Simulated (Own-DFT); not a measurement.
## Calculated data, GaP (zincblende, strained, atoms displaced), GaN (wurtzite, strained, atoms displaced), SiC (3C silicon carbide, strained, atoms displaced)

A calculation, not a measurement: plane-wave PBE density functional theory by an unreviewed code, no spin, of a simulated periodic cell, stress positive in tension, free energy of the whole cell less one offset for each atom, forces on such cells passed a denser k mesh, this cell's mesh not checked; offsets are fitted by least squares, one for each functional and potential file, so energies compare only between cells with the same atoms and settings and are not formation energies; the far tail of each file's local potential was reset to the Coulomb form; each entry is a single point on an unrelaxed cell, so the pressure reflects the starting lattice, mostly measured values (interpolated for alloys), from which strain is counted, and rises with the displacements; printed positions are rounded, which can move forces by about a meV/angstrom; the program, named Own-DFT, is a retired in-house code; no spin-orbit coupling. Program: Own-DFT development build.

Settings shared by all entries: functional PBE.

```yaml
- entry: 1
  formula: GaP
  kind: "zincblende, strained, atoms displaced"
  structure:
    cell_angstrom: [[10.862, 0.0, 0.0], [0.0, 10.862, 0.0], [0.0, 0.0, 10.9361]]
    atoms_fractional:
      - [Ga, 0.00567, 0.99795, 0.99931]
      - [Ga, 0.00048, 0.24669, 0.24992]
      - [Ga, 0.25526, 0.99214, 0.25361]
      - [Ga, 0.2523, 0.2492, 0.99991]
      - [P, 0.12451, 0.1216, 0.11835]
      - [P, 0.11502, 0.37339, 0.37817]
      - [P, 0.37788, 0.12783, 0.3823]
      - [P, 0.3759, 0.38137, 0.13016]
      - [Ga, 0.00797, 0.99908, 0.49442]
      - [Ga, 0.00201, 0.253, 0.74956]
      - [Ga, 0.25033, 0.99722, 0.75298]
      - [Ga, 0.24337, 0.2435, 0.50252]
      - [P, 0.12278, 0.1332, 0.61599]
      - [P, 0.12076, 0.37971, 0.8659]
      - [P, 0.3819, 0.13077, 0.86117]
      - [P, 0.37286, 0.36881, 0.62672]
      - [Ga, 0.99722, 0.50457, 0.99945]
      - [Ga, 0.99922, 0.74971, 0.25051]
      - [Ga, 0.24855, 0.50006, 0.25256]
      - [Ga, 0.25074, 0.74511, 0.99334]
      - [P, 0.12544, 0.62711, 0.12828]
      - [P, 0.13523, 0.88047, 0.37792]
      - [P, 0.37382, 0.62135, 0.37257]
      - [P, 0.37821, 0.86389, 0.12895]
      - [Ga, 0.99862, 0.49534, 0.49672]
      - [Ga, 0.00173, 0.74553, 0.74714]
      - [Ga, 0.2496, 0.50041, 0.75856]
      - [Ga, 0.25041, 0.75636, 0.50138]
      - [P, 0.12886, 0.62139, 0.62142]
      - [P, 0.12432, 0.87347, 0.8711]
      - [P, 0.37132, 0.62566, 0.87715]
      - [P, 0.37277, 0.88065, 0.61498]
      - [Ga, 0.50127, 0.99706, 0.00045]
      - [Ga, 0.50446, 0.25017, 0.25078]
      - [Ga, 0.74802, 0.00035, 0.24577]
      - [Ga, 0.75186, 0.24849, 0.00347]
      - [P, 0.62827, 0.12832, 0.13102]
      - [P, 0.62129, 0.3668, 0.37266]
      - [P, 0.87402, 0.11909, 0.37224]
      - [P, 0.87444, 0.37521, 0.12974]
      - [Ga, 0.49715, 0.00642, 0.50387]
      - [Ga, 0.4973, 0.24998, 0.74805]
      - [Ga, 0.74222, 0.98788, 0.75163]
      - [Ga, 0.74115, 0.24542, 0.49913]
      - [P, 0.62906, 0.12181, 0.61515]
      - [P, 0.61857, 0.36632, 0.88118]
      - [P, 0.87071, 0.11676, 0.86791]
      - [P, 0.87635, 0.37023, 0.62581]
      - [Ga, 0.50668, 0.50016, 0.0075]
      - [Ga, 0.49795, 0.75456, 0.24563]
      - [Ga, 0.75095, 0.50454, 0.2487]
      - [Ga, 0.74901, 0.74556, 0.00052]
      - [P, 0.61927, 0.63452, 0.12496]
      - [P, 0.63047, 0.87756, 0.37716]
      - [P, 0.86846, 0.62552, 0.37036]
      - [P, 0.87213, 0.87469, 0.1273]
      - [Ga, 0.4974, 0.49757, 0.50831]
      - [Ga, 0.50493, 0.7566, 0.74965]
      - [Ga, 0.7531, 0.49032, 0.7538]
      - [Ga, 0.74795, 0.75118, 0.50735]
      - [P, 0.62389, 0.62436, 0.61538]
      - [P, 0.62401, 0.87804, 0.87587]
      - [P, 0.87211, 0.62785, 0.87102]
      - [P, 0.87538, 0.88122, 0.62173]
  settings:
    potential_files: "PseudoDojo norm-conserving, scalar-relativistic, standard set"
    "wave_cutoff [hartree]": 42.0
    occupations: Fermi-Dirac
    "smearing_width [eV]": 0.1
    hardware: "one NVIDIA H100"
    k_mesh: "3 x 3 x 3 centred on Gamma"
  results:
    "free_energy_of_cell_above_offsets [eV]": "-32.975"
    "pressure [GPa]": 3.68
    "stress_xx [GPa]": -3.93
    "stress_yy [GPa]": -3.85
    "stress_zz [GPa]": -3.27
    "stress_yz [GPa]": -0.04
    "stress_xz [GPa]": 0.41
    "stress_xy [GPa]": -0.85
    force_element: [Ga, Ga, Ga, Ga, P, P, P, P, Ga, Ga, Ga, Ga, P, P, P, P, Ga, Ga, Ga, Ga, P, P, P, P, Ga, Ga, Ga, Ga, P, P, P, P, Ga, Ga, Ga, Ga, P, P, P, P, Ga, Ga, Ga, Ga, P, P, P, P, Ga, Ga, Ga, Ga, P, P, P, P, Ga, Ga, Ga, Ga, P, P, P, P]
    "force_x [eV/angstrom]": [-1.142, -0.224, 0.52, 0.127, 0.789, 1.454, -0.516, -0.091, -0.791, -0.546, -0.095, 1.02, -0.616, 0.104, -1.216, -0.485, 0.065, 0.124, -0.546, -0.548, -0.053, -1.341, 0.31, -1.162, -0.751, -0.186, 0.437, 0.209, -0.208, 0.145, 1.55, 0.427, -0.431, -1.162, 0.24, 0.355, -0.624, 0.621, 0.134, 0.187, 0.58, 1.409, 0.751, 1.542, -0.636, 0.637, 0.504, -0.622, -0.75, 0.847, -0.957, 0.218, 0.882, -1.009, 0.778, 0.49, -0.338, -0.855, -0.736, 0.593, 0.184, -0.114, 0.029, 0.488]
    "force_y [eV/angstrom]": [-0.242, -0.263, 1.257, 0.477, 0.214, -0.4, 0.043, -0.916, 0.507, -0.88, 0.66, 1.436, -1.725, -0.481, -1.488, 0.733, -0.254, 0.384, -0.204, 0.586, -0.149, -1.14, 0.602, 1.623, 0.879, 0.352, 0.081, -1.267, 0.147, -0.239, -0.337, -0.347, 0.836, -0.268, -0.23, -0.242, -0.532, 1.731, 0.418, 0.142, -0.646, 0.258, 1.312, 0.526, -0.188, 0.684, 0.619, 0.122, 0.132, -0.664, -0.551, 0.631, -0.991, -0.099, 0.347, -0.082, -0.434, -0.641, 0.332, 0.245, -0.266, -1.003, -0.349, -0.793]
    "force_z [eV/angstrom]": [-0.384, -0.06, -0.695, -0.488, 0.989, -0.735, -1.301, -0.371, 0.24, -0.15, -0.94, -1.077, 1.976, 1.788, 2.126, 0.028, 0.159, 0.352, 0.267, 0.878, -0.536, -0.481, 0.6, -1.597, 0.447, -0.598, -1.263, -0.356, 0.064, 0.329, -0.453, 1.636, 0.386, -0.156, 0.616, -0.346, -0.997, 0.609, 0.156, -0.691, -0.877, -1.151, -1.023, -0.652, 2.167, -0.344, 0.635, -0.539, -0.596, 2.094, -0.116, -0.139, 0.131, -0.136, 1.122, -0.661, -1.188, -0.619, -0.289, -0.994, 1.952, 0.668, 0.262, 0.321]
    "wall_time [s]": 531.2
- entry: 2
  formula: GaN
  kind: "wurtzite, strained, atoms displaced"
  structure:
    cell_angstrom: [[12.756, 0.0, 0.0], [-4.7835, 8.2853, 0.0], [0.0, 0.0, 10.6292]]
    atoms_fractional:
      - [Ga, 0.08649, 0.22108, 0.99834]
      - [Ga, 0.167, 0.10672, 0.25111]
      - ["N", 0.09051, 0.22531, 0.18668]
      - ["N", 0.17039, 0.11073, 0.43187]
      - [Ga, 0.08299, 0.21594, 0.49597]
      - [Ga, 0.16958, 0.11063, 0.75244]
      - ["N", 0.08089, 0.21595, 0.68678]
      - ["N", 0.16088, 0.10276, 0.9441]
      - [Ga, 0.08418, 0.54506, 0.00215]
      - [Ga, 0.16779, 0.44315, 0.2542]
      - ["N", 0.08235, 0.55367, 0.187]
      - ["N", 0.17131, 0.44852, 0.44154]
      - [Ga, 0.0815, 0.55794, 0.49861]
      - [Ga, 0.16408, 0.4501, 0.75129]
      - ["N", 0.07972, 0.5486, 0.68458]
      - ["N", 0.16871, 0.43781, 0.94275]
      - [Ga, 0.07817, 0.88673, 0.00116]
      - [Ga, 0.1717, 0.78118, 0.25512]
      - ["N", 0.08517, 0.89112, 0.18849]
      - ["N", 0.16531, 0.78112, 0.43695]
      - [Ga, 0.08214, 0.89889, 0.50399]
      - [Ga, 0.16559, 0.77583, 0.74893]
      - ["N", 0.08102, 0.8896, 0.69166]
      - ["N", 0.16397, 0.77761, 0.93697]
      - [Ga, 0.33055, 0.22353, 0.9965]
      - [Ga, 0.42011, 0.10741, 0.25488]
      - ["N", 0.33766, 0.23379, 0.19108]
      - ["N", 0.4221, 0.10505, 0.43672]
      - [Ga, 0.33027, 0.21935, 0.50277]
      - [Ga, 0.41205, 0.11087, 0.75103]
      - ["N", 0.3391, 0.22875, 0.68894]
      - ["N", 0.41956, 0.11423, 0.93365]
      - [Ga, 0.33991, 0.55224, 0.99271]
      - [Ga, 0.41583, 0.44812, 0.2503]
      - ["N", 0.33971, 0.55891, 0.18573]
      - ["N", 0.41705, 0.45085, 0.43645]
      - [Ga, 0.32958, 0.55211, 0.49509]
      - [Ga, 0.40599, 0.42621, 0.74756]
      - ["N", 0.33658, 0.56172, 0.69109]
      - ["N", 0.4218, 0.45242, 0.93467]
      - [Ga, 0.33396, 0.88717, 0.99897]
      - [Ga, 0.41009, 0.77216, 0.24516]
      - ["N", 0.32909, 0.88206, 0.18525]
      - ["N", 0.41458, 0.77658, 0.44096]
      - [Ga, 0.33804, 0.8974, 0.50306]
      - [Ga, 0.42064, 0.77567, 0.75329]
      - ["N", 0.32684, 0.88603, 0.68953]
      - ["N", 0.41922, 0.77749, 0.94376]
      - [Ga, 0.58193, 0.21136, 0.00353]
      - [Ga, 0.6662, 0.11074, 0.25609]
      - ["N", 0.57776, 0.21479, 0.1941]
      - ["N", 0.6655, 0.11255, 0.4439]
      - [Ga, 0.58194, 0.22837, 0.49677]
      - [Ga, 0.66926, 0.10988, 0.74181]
      - ["N", 0.58029, 0.20836, 0.69454]
      - ["N", 0.65798, 0.10297, 0.9497]
      - [Ga, 0.57776, 0.54542, 0.00044]
      - [Ga, 0.67025, 0.43996, 0.25011]
      - ["N", 0.57962, 0.55096, 0.18126]
      - ["N", 0.6718, 0.44622, 0.44073]
      - [Ga, 0.57596, 0.55131, 0.49626]
      - [Ga, 0.67019, 0.44534, 0.74742]
      - ["N", 0.57739, 0.55479, 0.69203]
      - ["N", 0.66999, 0.44853, 0.93552]
      - [Ga, 0.58696, 0.90099, 0.995]
      - [Ga, 0.66435, 0.76892, 0.25008]
      - ["N", 0.58498, 0.89375, 0.19185]
      - ["N", 0.66508, 0.77921, 0.44615]
      - [Ga, 0.59306, 0.89594, 0.49519]
      - [Ga, 0.66917, 0.77525, 0.74793]
      - ["N", 0.57385, 0.88153, 0.68859]
      - ["N", 0.66758, 0.76732, 0.94707]
      - [Ga, 0.82652, 0.21891, 0.00152]
      - [Ga, 0.91691, 0.12178, 0.25508]
      - ["N", 0.83497, 0.21182, 0.18889]
      - ["N", 0.91887, 0.12206, 0.44074]
      - [Ga, 0.83369, 0.2194, 0.50218]
      - [Ga, 0.923, 0.11641, 0.75297]
      - ["N", 0.82587, 0.227, 0.68954]
      - ["N", 0.91811, 0.10519, 0.93104]
      - [Ga, 0.84456, 0.55895, 0.0011]
      - [Ga, 0.92437, 0.45528, 0.24645]
      - ["N", 0.84314, 0.56432, 0.19453]
      - ["N", 0.92589, 0.44102, 0.43683]
      - [Ga, 0.83447, 0.56478, 0.51041]
      - [Ga, 0.91548, 0.43471, 0.74311]
      - ["N", 0.83273, 0.55384, 0.69228]
      - ["N", 0.91581, 0.44459, 0.94258]
      - [Ga, 0.82921, 0.88128, 0.00398]
      - [Ga, 0.92488, 0.78817, 0.25101]
      - ["N", 0.83565, 0.88891, 0.18296]
      - ["N", 0.92163, 0.78984, 0.43714]
      - [Ga, 0.83751, 0.88842, 0.50216]
      - [Ga, 0.91795, 0.77914, 0.74659]
      - ["N", 0.83566, 0.89341, 0.68165]
      - ["N", 0.91366, 0.7673, 0.93853]
  settings:
    potential_files: "PseudoDojo norm-conserving, scalar-relativistic, standard set with the stringent files for Ga"
    "wave_cutoff [hartree]": 96.0
    occupations: Gaussian
    "smearing_width [eV]": 0.01
    k_mesh: "3 x 4 x 3 centred on Gamma"
  results:
    "free_energy_of_cell_above_offsets [eV]": "-4.861"
    "pressure [GPa]": 2.71
    "stress_xx [GPa]": -5.62
    "stress_yy [GPa]": -5.88
    "stress_zz [GPa]": 3.37
    "stress_yz [GPa]": -0.12
    "stress_xz [GPa]": 0.18
    "stress_xy [GPa]": -0.58
    force_element: [Ga, Ga, "N", "N", Ga, Ga, "N", "N", Ga, Ga, "N", "N", Ga, Ga, "N", "N", Ga, Ga, "N", "N", Ga, Ga, "N", "N", Ga, Ga, "N", "N", Ga, Ga, "N", "N", Ga, Ga, "N", "N", Ga, Ga, "N", "N", Ga, Ga, "N", "N", Ga, Ga, "N", "N", Ga, Ga, "N", "N", Ga, Ga, "N", "N", Ga, Ga, "N", "N", Ga, Ga, "N", "N", Ga, Ga, "N", "N", Ga, Ga, "N", "N", Ga, Ga, "N", "N", Ga, Ga, "N", "N", Ga, Ga, "N", "N", Ga, Ga, "N", "N", Ga, Ga, "N", "N", Ga, Ga, "N", "N"]
    "force_x [eV/angstrom]": [-1.072, 0.378, -0.951, -0.441, -0.102, -0.835, 0.983, 0.975, -0.47, 0.327, 1.384, -1.22, 1.332, 1.592, -0.43, -0.123, 0.658, -0.972, 0.71, 0.068, 1.302, -0.388, 0.733, 0.496, 0.839, -1.812, 0.391, -1.802, 0.945, 1.671, -1.001, -0.852, -1.41, 0.605, -1.257, -0.001, 0.717, 0.23, -0.596, -0.296, -0.681, 1.32, 0.185, 0.35, 0.067, -1.679, 0.814, -0.336, -1.528, 0.553, 1.361, 0.451, 1.22, -1.481, -1.174, 1.712, 1.558, -0.462, 0.936, -0.768, 1.093, -1.49, 0.907, 0.623, 1.106, -0.205, -0.037, 1.771, -2.464, -0.793, 2.621, -1.377, 1.237, 2.298, -2.487, 0.838, -0.912, -1.066, 2.462, -0.754, -2.271, -0.306, -1.076, -2.449, 1.062, -0.534, 0.689, 1.432, 0.604, -0.936, -0.146, 0.164, -1.45, -0.698, -0.016, -0.161]
    "force_y [eV/angstrom]": [-0.54, 1.079, -0.431, 0.302, 1.288, -0.101, 1.08, 0.95, 1.115, 0.366, 0.696, -1.24, 0.432, -0.674, 0.814, 0.783, -0.888, -0.593, -0.231, 0.415, -1.024, -0.398, 0.28, -0.578, -0.021, -0.204, -1.991, 1.455, 0.675, -0.756, -3.35, -0.397, 0.903, -0.008, -0.703, -1.682, 1.676, 5.019, -1.758, -2.381, 0.014, 0.949, 1.206, 0.425, -2.15, 0.029, 0.471, 0.02, 2.26, -0.304, 0.996, 0.873, -0.575, -1.654, 1.719, 2.865, 0.721, 0.829, -0.182, 0.561, 0.823, -0.92, -0.845, -1.092, -4.432, 1.064, -0.827, -0.683, -1.078, 0.039, 1.465, 1.18, -0.163, -1.635, 2.131, -1.685, 1.09, -0.83, -1.322, 0.411, -0.71, -1.72, -0.603, 0.092, -0.589, 1.946, 0.592, -1.314, 0.334, -0.439, 0.311, -1.128, 0.701, -0.221, -0.177, 1.784]
    "force_z [eV/angstrom]": [0.869, -1.033, 0.404, 1.109, 0.627, 0.421, -0.352, -1.417, -0.065, -0.55, 0.057, -0.689, 0.155, -0.052, 0.179, -1.162, 0.245, -0.557, -0.253, 0.769, -0.05, 0.615, -0.791, 0.058, 1.141, -0.763, -0.557, 0.227, -0.925, 0.2, -1.43, 0.851, 1.377, 0.081, -0.472, -0.019, 1.494, 1.179, -0.409, -0.803, -0.214, 1.03, -0.037, -0.652, 0.363, 0.437, -0.141, -0.868, -0.048, -0.175, -0.742, -0.579, 1.554, 1.36, -1.297, -2.569, -0.246, -0.267, 1.555, -0.431, 1.362, 0.986, -1.001, 0.717, 2.06, -0.299, -0.227, -1.426, 1.036, 0.809, -0.487, -1.555, 0.096, -0.3, -0.671, -0.395, 0.007, -0.463, -0.842, 1.272, 0.634, 1.129, -0.723, -0.11, -1.424, 1.665, -0.653, -1.14, -0.688, -0.043, 1.751, 0.162, -0.579, 1.336, 1.029, -0.76]
- entry: 3
  formula: SiC
  kind: "3C silicon carbide, strained, atoms displaced"
  structure:
    cell_angstrom:
      - [12.9475, 0.1143, 0.1983]
      - [0.0762, 8.7592, 0.0959]
      - [0.1322, 0.0959, 8.8093]
    atoms_fractional:
      - [Si, 0.99724, 0.99345, 0.00279]
      - [Si, 0.00102, 0.24674, 0.25025]
      - [Si, 0.16156, 0.99078, 0.25477]
      - [Si, 0.1714, 0.25353, 0.00902]
      - [C, 0.08718, 0.12399, 0.13184]
      - [C, 0.08891, 0.38573, 0.37204]
      - [C, 0.24884, 0.12646, 0.37181]
      - [C, 0.24727, 0.37943, 0.12097]
      - [Si, 0.99928, 0.99542, 0.50462]
      - [Si, 0.00088, 0.24621, 0.73517]
      - [Si, 0.16538, 0.99837, 0.74954]
      - [Si, 0.16645, 0.25293, 0.50025]
      - [C, 0.07914, 0.11579, 0.62448]
      - [C, 0.08403, 0.37652, 0.87874]
      - [C, 0.25175, 0.12029, 0.87228]
      - [C, 0.2539, 0.37637, 0.62941]
      - [Si, 0.9969, 0.50005, 0.00012]
      - [Si, 0.005, 0.73712, 0.2557]
      - [Si, 0.16804, 0.49798, 0.24624]
      - [Si, 0.16586, 0.74873, 0.00596]
      - [C, 0.08417, 0.62854, 0.12526]
      - [C, 0.09222, 0.87788, 0.37403]
      - [C, 0.24558, 0.62162, 0.38007]
      - [C, 0.24904, 0.87398, 0.13128]
      - [Si, 0.99901, 0.4952, 0.49775]
      - [Si, 0.99974, 0.74818, 0.74302]
      - [Si, 0.17025, 0.4977, 0.74105]
      - [Si, 0.16383, 0.75585, 0.50574]
      - [C, 0.08413, 0.62242, 0.62156]
      - [C, 0.07266, 0.87673, 0.87487]
      - [C, 0.24943, 0.63072, 0.87827]
      - [C, 0.25207, 0.8777, 0.63265]
      - [Si, 0.33685, 0.98762, 0.99503]
      - [Si, 0.33584, 0.24656, 0.2509]
      - [Si, 0.50654, 0.00745, 0.25155]
      - [Si, 0.49885, 0.25141, 0.99448]
      - [C, 0.41273, 0.1248, 0.11433]
      - [C, 0.42302, 0.3843, 0.37972]
      - [C, 0.58439, 0.12581, 0.37357]
      - [C, 0.57938, 0.36312, 0.11698]
      - [Si, 0.33066, 0.00674, 0.49622]
      - [Si, 0.33605, 0.2488, 0.74249]
      - [Si, 0.49824, 0.00305, 0.74704]
      - [Si, 0.49664, 0.26209, 0.50336]
      - [C, 0.41419, 0.12745, 0.62591]
      - [C, 0.41625, 0.3805, 0.87163]
      - [C, 0.58548, 0.11876, 0.87881]
      - [C, 0.5798, 0.38653, 0.61905]
      - [Si, 0.33626, 0.50088, 0.99029]
      - [Si, 0.33887, 0.74575, 0.24645]
      - [Si, 0.50257, 0.50053, 0.24915]
      - [Si, 0.51082, 0.75767, 0.99613]
      - [C, 0.41638, 0.62331, 0.12702]
      - [C, 0.41344, 0.8664, 0.38168]
      - [C, 0.58525, 0.63362, 0.37101]
      - [C, 0.58386, 0.87263, 0.12973]
      - [Si, 0.3347, 0.50828, 0.49928]
      - [Si, 0.33128, 0.75612, 0.75319]
      - [Si, 0.50198, 0.50474, 0.7415]
      - [Si, 0.50371, 0.74839, 0.49747]
      - [C, 0.41855, 0.63221, 0.62345]
      - [C, 0.41849, 0.87801, 0.87512]
      - [C, 0.58437, 0.62904, 0.8793]
      - [C, 0.58263, 0.87903, 0.62367]
      - [Si, 0.66348, 0.00116, 0.99207]
      - [Si, 0.66923, 0.24528, 0.24386]
      - [Si, 0.83137, 0.01043, 0.2408]
      - [Si, 0.8332, 0.25792, 0.00035]
      - [C, 0.75034, 0.12624, 0.1231]
      - [C, 0.74585, 0.3699, 0.38228]
      - [C, 0.91542, 0.12928, 0.37541]
      - [C, 0.91968, 0.37567, 0.12615]
      - [Si, 0.66441, 0.99614, 0.50123]
      - [Si, 0.66422, 0.25186, 0.74742]
      - [Si, 0.83634, 0.99715, 0.74632]
      - [Si, 0.83323, 0.25364, 0.50034]
      - [C, 0.7489, 0.12795, 0.62568]
      - [C, 0.75164, 0.37399, 0.86729]
      - [C, 0.91107, 0.13322, 0.87461]
      - [C, 0.91522, 0.37216, 0.62492]
      - [Si, 0.66187, 0.49622, 0.99985]
      - [Si, 0.66782, 0.73937, 0.25962]
      - [Si, 0.83084, 0.50015, 0.24551]
      - [Si, 0.83306, 0.75107, 0.99456]
      - [C, 0.74969, 0.63193, 0.12535]
      - [C, 0.74749, 0.88434, 0.38412]
      - [C, 0.9117, 0.62152, 0.3747]
      - [C, 0.91923, 0.87335, 0.12805]
      - [Si, 0.66586, 0.50637, 0.4898]
      - [Si, 0.66764, 0.75663, 0.7519]
      - [Si, 0.82802, 0.49775, 0.74864]
      - [Si, 0.83656, 0.75442, 0.49286]
      - [C, 0.75487, 0.61502, 0.63478]
      - [C, 0.7487, 0.87579, 0.87689]
      - [C, 0.91731, 0.62358, 0.87067]
      - [C, 0.91374, 0.88036, 0.63906]
  settings:
    potential_files: "PseudoDojo norm-conserving, scalar-relativistic, standard set"
    "wave_cutoff [hartree]": 42.0
    occupations: Fermi-Dirac
    "smearing_width [eV]": 0.1
    hardware: "one NVIDIA H200"
    k_mesh: "3 x 4 x 4 centred on Gamma"
  results:
    "stress_zz [GPa]": null
```

Questions
1. Give the missing stress zz for SiC (3C silicon carbide, strained, atoms displaced) (entry 3).

Answers
1. -2.36 GPa

Further results for SiC (3C silicon carbide, strained, atoms displaced) (entry 3):

| Quantity | Value |
| --- | --- |
| free energy of cell above offsets | -8.009 eV |
| pressure | 4.45 GPa |
| stress xx | -7.24 GPa |
| stress yy | -3.77 GPa |
| stress yz | 5.01 GPa |
| stress xz | 8.8 GPa |
| stress xy | 5.99 GPa |
| wall time | 518.2 s |

Force:
```tsv
element	x (eV/Å)	y (eV/Å)	z (eV/Å)
Si	0.085	2.693	-0.324
Si	0.69	0.834	0.327
Si	3.398	3.463	-2.551
Si	-0.973	-1.3	-2.051
C	-0.933	-0.525	-0.899
C	-1.978	-2.559	0.776
C	-0.305	-0.128	0.535
C	2.253	-0.372	0.624
Si	-0.321	0.727	-1.179
Si	-0.659	0.757	3.693
Si	-0.255	0.382	1.503
Si	0.26	-0.13	-0.048
C	1.572	0.972	-1.159
C	0.309	-0.548	-1.274
C	-0.265	0.46	0.317
C	-0.124	-0.589	-1.896
Si	1.404	0.589	-0.718
Si	-1.167	2.366	-0.409
Si	0.686	1.831	0.214
Si	-0.077	1.423	-1.005
C	-0.409	-1.969	-0.019
C	-4.646	-2.686	2.855
C	0.876	0.859	-1.021
C	0.515	-0.684	-1.067
Si	0.004	0.825	0.349
Si	0.118	-0.267	1.855
Si	-1.146	0.857	2.79
Si	2.137	-1.043	-0.386
C	-0.91	0.246	-0.087
C	2.672	-1.24	-0.65
C	0.074	-0.676	-1.144
C	-1.114	0.182	-1.595
Si	-2.069	2.484	1.568
Si	-0.36	1.267	-0.917
Si	-2.324	-1.269	-0.358
Si	-0.806	-0.773	-0.156
C	1.132	-0.326	1.343
C	-1.905	-0.761	-1.04
C	-0.367	0.679	0.825
C	1.081	1.647	1.507
Si	0.686	-1.417	0.696
Si	-1.181	0.513	2.655
Si	0.376	-0.033	0.398
Si	1.468	-1.861	-0.297
C	1.26	-0.382	-1.545
C	1.073	-1.216	-1.319
C	-1.981	2.102	-2.385
C	1.168	-1.617	0.247
Si	-0.925	0.86	1.976
Si	-2.023	0.648	1.659
Si	-0.165	0.137	-0.917
Si	-2.877	-0.508	1.526
C	1.5	-0.342	-1.685
C	1.023	1.827	-1.214
C	-1.447	-3.033	1.124
C	1.068	0.568	-0.288
Si	-0.182	-0.204	0.359
Si	1.321	-0.642	0.059
Si	-0.978	0.996	1.947
Si	-1.232	1.581	0.885
C	-0.579	-0.504	0.388
C	1.091	-1.578	-0.978
C	0.293	-0.886	-1.725
C	-0.325	-1.258	0.472
Si	1.769	-1.081	2.695
Si	-1.041	0.765	1.328
Si	1.143	-1.992	2.101
Si	0.217	-0.671	-0.514
C	-0.497	0.276	-1.595
C	0.422	0.968	-2.629
C	0.119	-0.974	-0.021
C	-1.257	-0.22	0.253
Si	0.275	2.684	0.548
Si	0.539	0.037	-0.013
Si	-2.8	3.327	2.849
Si	-0.239	-0.779	0.525
C	-0.138	-0.856	-0.452
C	-1.979	-0.138	1.93
C	1.434	-1.528	-0.277
C	0.147	0.499	-0.869
Si	1.378	0.471	-0.443
Si	1.681	4.553	-2.573
Si	0.113	-0.375	0.781
Si	0.714	0.136	0.809
C	-0.236	-1.997	-0.312
C	1.374	-2.046	-2.392
C	1.335	-0.111	-0.169
C	-1.197	-0.753	0.706
Si	0.754	-0.516	2.339
Si	0.48	-1.16	-0.314
Si	3.414	-0.559	1.151
Si	-1.238	-0.082	2.31
C	-2.756	3.561	-3.741
C	0.363	0.168	-0.893
C	-0.972	-0.295	0.176
C	2.101	-2.764	-4.461
```
